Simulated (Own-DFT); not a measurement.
Si₂₃GeO₄₈ (quartz with substituted atoms, atoms displaced) (calculated)

All values are calculated (Own-DFT development build). A calculation, not a measurement: plane-wave PBE and HSE06 DFT by an unreviewed code, no spin, of a simulated cell at Gamma alone, so results move with cell size and shape, stress positive in tension, energies less offsets, not probed for a lower state with spin; oxygen file: force components 24 meV/angstrom off all-electron in a glass; k mesh not checked against a denser one; forces and stress are PBE's, HSE06 gives the energy alone, and its difference from PBE has offsets of its own; offsets are fitted by least squares, one for each functional and potential file, so energies compare only between cells with the same atoms and settings and are not formation energies; the far tail of each file's local potential was reset to the Coulomb form; each entry is a single point on an unrelaxed cell, so the pressure reflects the starting lattice, mostly measured values (interpolated for alloys), from which strain is counted, and rises with the displacements; printed positions are rounded, which can move forces by about a meV/angstrom; the program, named Own-DFT, is a retired in-house code; no spin-orbit coupling.

Settings shared by all entries: first functional PBE; second functional HSE06; exact exchange share 0.25; screening 0.11 1/bohr; exchange divergence Gygi-Baldereschi; potential files PseudoDojo norm-conserving, scalar-relativistic, made for PBE, standard set; wave cutoff 48 hartree; occupations fixed; k mesh 1 x 1 x 1 centred on Gamma.

(1) Si₂₃GeO₄₈ (quartz with substituted atoms, atoms displaced)

```
Si23GeO48
1.0
      9.8268     0.0000     0.0000
     -4.9134     8.5103     0.0000
      0.0000     0.0000    10.8104
Si O Si O Si O Si O Ge Si O Si O Si O Si O
3 6 3 6 3 6 3 6 1 2 6 3 6 3 6 3 6
Direct
  0.24543 0.01089 0.00236
  0.01146 0.23618 0.33464
  0.27283 0.25961 0.17111
  0.19757 0.12546 0.05502
  0.42655 0.28507 0.22537
  0.37092 0.07873 0.39697
  0.07536 0.36423 0.44532
  0.13010 0.19941 0.27093
  0.29616 0.42476 0.09754
  0.22728 0.00052 0.49604
  0.99682 0.23430 0.83852
  0.25804 0.25635 0.66603
  0.19449 0.13464 0.56546
  0.43236 0.29860 0.72501
  0.36637 0.07739 0.89563
  0.07529 0.36901 0.93688
  0.14673 0.21681 0.78126
  0.29401 0.42900 0.61373
  0.24379 0.50015 0.00287
  0.01250 0.73932 0.32989
  0.27218 0.77184 0.17391
  0.21233 0.63782 0.07306
  0.42845 0.78882 0.22208
  0.36636 0.57704 0.39171
  0.07619 0.87794 0.44044
  0.13202 0.70109 0.27190
  0.29769 0.92246 0.11413
  0.23098 0.49951 0.49179
  0.00788 0.73597 0.83305
  0.27214 0.77296 0.67196
  0.20643 0.63303 0.56500
  0.43334 0.79253 0.72098
  0.36926 0.57617 0.90335
  0.08734 0.86980 0.93883
  0.13120 0.70791 0.77658
  0.30164 0.93038 0.59999
  0.72633 0.98988 0.99751
  0.48825 0.21821 0.33002
  0.76501 0.26985 0.16158
  0.70665 0.14388 0.06671
  0.92892 0.29500 0.22020
  0.85847 0.06399 0.38804
  0.57441 0.37560 0.44312
  0.63189 0.20574 0.27596
  0.78929 0.42194 0.10469
  0.73012 0.99866 0.49454
  0.49380 0.22884 0.83989
  0.76808 0.26000 0.66728
  0.71117 0.13247 0.54961
  0.92677 0.29683 0.73065
  0.86513 0.06675 0.89687
  0.57132 0.36528 0.94354
  0.63879 0.21385 0.77657
  0.79136 0.41479 0.60892
  0.73166 0.49011 0.99959
  0.50961 0.74318 0.33036
  0.76455 0.77819 0.16585
  0.72175 0.64200 0.05589
  0.93206 0.79561 0.21981
  0.85539 0.57312 0.40298
  0.57216 0.86507 0.44036
  0.62260 0.70683 0.27140
  0.79761 0.93478 0.11242
  0.74023 0.50204 0.49870
  0.50586 0.73364 0.83700
  0.76995 0.77387 0.66324
  0.70079 0.63570 0.56403
  0.92008 0.78635 0.73333
  0.86361 0.56409 0.89598
  0.56933 0.86413 0.94050
  0.63667 0.70282 0.77100
  0.79427 0.92640 0.60729
```

It finds PBE energy of cell above offsets -13.496 eV; HSE06 less PBE above offsets -0.191 eV; PBE pressure 12.17 GPa; PBE stress xx -12.87 GPa; PBE stress yy -12.25 GPa; PBE stress zz -11.38 GPa; PBE stress yz 0.39 GPa; PBE stress xz 1.81 GPa; PBE stress xy -2.73 GPa.

Force:
```
element  x (eV/Å)  y (eV/Å)  z (eV/Å)
     Si     0.269    -5.888     1.043
     Si    -6.101    -1.063    -0.525
     Si    -5.127     0.746    -4.364
      O    -1.385     3.474     3.127
      O     1.176     0.902    -0.383
      O    -2.781     -5.59     2.712
      O    -2.123    -3.058    -2.001
      O     2.905    -0.164    -0.776
      O     4.127    -4.311     5.398
     Si     3.275     3.792     4.611
     Si     1.917    -0.411    -1.619
     Si      1.63     6.536     3.084
      O     1.187    -5.043    -4.858
      O    -0.133     -1.43     0.658
      O     0.691    -2.617     0.131
      O     0.291     1.741     1.997
      O    -2.711    -1.315     1.923
      O    -1.009     0.031    -1.997
     Si    -6.989     1.188    -0.238
     Si    -5.917    -1.028     1.768
     Si     0.354    -3.192    -1.058
      O     0.961     -2.81    -2.551
      O     1.747     1.372     1.141
      O     0.568     0.656    -1.285
      O    -2.694    -4.542    -3.285
      O     1.177    -0.539     1.153
      O     -2.37     5.277     -2.54
     Si     3.225     2.982     5.939
     Si    -5.469    -1.275     3.375
     Si     -0.72     -1.93    -1.762
      O    -0.263     0.131     -0.41
      O     1.068     0.176      1.84
      O     2.331      2.12     -3.32
      O    -0.175     0.067     0.376
      O     5.314    -0.271    -2.678
      O    -0.978     0.507    -0.038
     Ge    -0.077     6.791     4.532
     Si     4.805     8.548     1.292
     Si     1.454     0.042     6.456
      O    -0.031    -5.095    -4.866
      O     1.755    -0.176     2.029
      O     2.048     2.041    -1.609
      O    -1.131    -3.295    -2.467
      O     0.881     -0.06    -0.777
      O    -0.295     2.571     0.547
     Si     2.858    -0.852     1.438
     Si     1.979     5.223    -4.842
     Si    -1.827    -1.139    -0.607
      O     -1.71     2.455     2.536
      O     1.782    -0.578     0.522
      O      3.42     2.556    -4.206
      O    -1.632    -1.584    -0.104
      O    -0.509    -1.262     0.755
      O     -1.25     2.982    -2.034
     Si    -0.379      4.12    -0.299
     Si    -6.246    -1.568      3.08
     Si     3.547    -5.685         1
      O    -1.132     0.472     0.962
      O     0.028    -0.124     1.412
      O     7.685     6.978    -8.701
      O    -1.189    -0.464     0.071
      O     7.222    -0.685    -3.603
      O     0.988     1.547      1.86
     Si    -6.067    -3.852     8.632
     Si    -0.263    -1.915    -3.238
     Si     1.043    -3.908     1.878
      O     1.481    -1.374    -1.457
      O     0.701     0.948    -0.473
      O     1.589     1.881    -1.597
      O    -5.453    -5.021    -2.249
      O    -1.599     0.391     1.645
      O    -1.747      3.87    -2.101
```

(2) Si₂₃GeO₄₈ (quartz with substituted atoms, atoms displaced)

```
Si23GeO48
1.0
      9.8268     0.0000     0.0000
     -4.9134     8.5103     0.0000
      0.0000     0.0000    10.8104
Si Ge Si O Si O Si O Si O Si O Si O Si O Si O
1 1 1 6 3 6 3 6 3 6 3 6 3 6 3 6 3 6
Direct
  0.23789 0.01114 0.00420
  0.99958 0.23460 0.33453
  0.26202 0.26743 0.17460
  0.20852 0.13762 0.05337
  0.43191 0.28152 0.22352
  0.36932 0.07447 0.39595
  0.07705 0.37311 0.44865
  0.12768 0.20369 0.27390
  0.29735 0.43336 0.10801
  0.22022 0.99141 0.49852
  0.00260 0.23844 0.83459
  0.25909 0.26365 0.66966
  0.19805 0.12908 0.56263
  0.42289 0.29961 0.73634
  0.35545 0.06134 0.89852
  0.07224 0.36855 0.94566
  0.13426 0.20818 0.77324
  0.28776 0.42836 0.60666
  0.24233 0.49713 0.00738
  0.00542 0.73668 0.32630
  0.27202 0.76775 0.17123
  0.20406 0.63836 0.05759
  0.42583 0.78797 0.22658
  0.36055 0.56668 0.39308
  0.07392 0.86676 0.43915
  0.12718 0.70492 0.29093
  0.28696 0.93048 0.11050
  0.23300 0.49981 0.49891
  0.00021 0.73937 0.84265
  0.25823 0.76204 0.65830
  0.21303 0.63160 0.55735
  0.43333 0.80445 0.72703
  0.36823 0.57799 0.89410
  0.07296 0.86150 0.93068
  0.13313 0.71186 0.76947
  0.29921 0.92804 0.60373
  0.73177 0.99371 0.99925
  0.49540 0.23003 0.33186
  0.75826 0.26534 0.16918
  0.71015 0.13670 0.06150
  0.93322 0.30035 0.22422
  0.86302 0.07299 0.39580
  0.58079 0.37283 0.44165
  0.63183 0.20808 0.27939
  0.79576 0.42738 0.10384
  0.73744 0.00161 0.49106
  0.50051 0.23567 0.83152
  0.75935 0.26238 0.66921
  0.70739 0.14233 0.56593
  0.92720 0.29273 0.72128
  0.85603 0.07607 0.89438
  0.57380 0.36332 0.93507
  0.63850 0.21057 0.77533
  0.78451 0.43057 0.60836
  0.73255 0.50468 0.00160
  0.49730 0.72272 0.33254
  0.76248 0.76104 0.17249
  0.70220 0.63207 0.05987
  0.92984 0.79427 0.21914
  0.86303 0.57665 0.39782
  0.57428 0.86499 0.44145
  0.63389 0.70732 0.28091
  0.79343 0.92339 0.10436
  0.72610 0.49921 0.49417
  0.50115 0.73852 0.82881
  0.76053 0.76111 0.66060
  0.70171 0.62312 0.55979
  0.94172 0.80499 0.72311
  0.86740 0.57672 0.89107
  0.58436 0.87171 0.94489
  0.64222 0.70470 0.76735
  0.79387 0.93803 0.60407
```

It finds PBE energy of cell above offsets -14.268 eV; HSE06 less PBE above offsets -0.207 eV; PBE pressure 11.95 GPa; PBE stress xx -13.75 GPa; PBE stress yy -10.05 GPa; PBE stress zz -12.06 GPa; PBE stress yz -1.66 GPa; PBE stress xz 2.18 GPa; PBE stress xy -1.45 GPa.

Force:
```
element  x (eV/Å)  y (eV/Å)  z (eV/Å)
     Si    -0.305     -6.11    -1.331
     Ge    -3.702     3.314     2.901
     Si     2.852    -0.626     -3.04
      O    -3.401     4.601     3.581
      O      -4.9     1.617    -3.418
      O    -1.527    -1.588     0.964
      O    -2.629    -2.452    -1.102
      O     6.793    -1.475    -2.334
      O     3.938    -3.033     5.307
     Si     4.692     4.475     2.958
     Si    -2.165    -0.458    -0.211
     Si     1.667     1.373    -2.131
      O      0.16     0.025     -0.33
      O     -0.72    -0.133    -1.429
      O     3.529     3.718    -4.087
      O     0.944     0.049     0.109
      O    -1.625    -0.939     2.253
      O     1.618    -1.178     1.387
     Si    -5.741     3.584    -5.629
     Si    -9.447    -0.325     4.865
     Si    -4.568    -0.616    -1.609
      O      1.05    -0.399     0.995
      O      2.11     0.283     0.963
      O     1.344     0.216    -1.724
      O    -3.322    -3.208    -2.535
      O     11.16    -0.852    -5.452
      O     1.072    -1.509     2.099
     Si      2.04     0.219     1.758
     Si     0.172    -5.521    -10.36
     Si      1.08     0.994     3.561
      O     -1.66     1.624     0.076
      O    -1.288    -0.402    -1.104
      O     0.357    -0.305     0.315
      O     1.423     9.667      9.64
      O     0.364    -0.646     0.091
      O    -1.216     1.045    -1.386
     Si     2.038     5.739     3.441
     Si     1.572     1.164     4.757
     Si     2.195     0.108    -0.529
      O    -0.134    -0.998     0.093
      O    -3.511     1.168    -2.938
      O     1.789    -1.578    -2.528
      O    -5.228    -7.015     -4.81
      O     2.058    -0.423    -0.676
      O    -0.676     0.601     0.312
     Si    -4.816    -0.038     6.426
     Si    -0.086    -2.994     0.474
     Si     1.262         5    -0.799
      O     1.279     -4.75    -4.978
      O     1.077     0.175     1.255
      O      2.33     1.694    -1.949
      O     0.181     2.069     2.506
      O    -2.385    -1.347     2.495
      O     0.848    -1.218       0.7
     Si     2.182    -2.247     -2.48
     Si    -2.856     2.827     2.842
     Si    -0.366     1.088    -2.365
      O    -1.511     1.221     1.434
      O     0.725     0.133     0.551
      O     1.724     2.175    -2.929
      O    -1.098    -1.959    -1.786
      O     3.018     -0.87    -1.312
      O     0.848    -0.881     1.764
     Si         6     1.733     3.955
     Si     1.691     0.266       0.8
     Si     4.305     3.569    -1.175
      O    -2.943     3.517     1.137
      O    -2.676    -0.827     -0.95
      O    -1.477    -2.221     1.755
      O    -4.653    -6.605     -4.11
      O    -4.411    -0.692     3.693
      O     1.559    -2.615      1.31
```
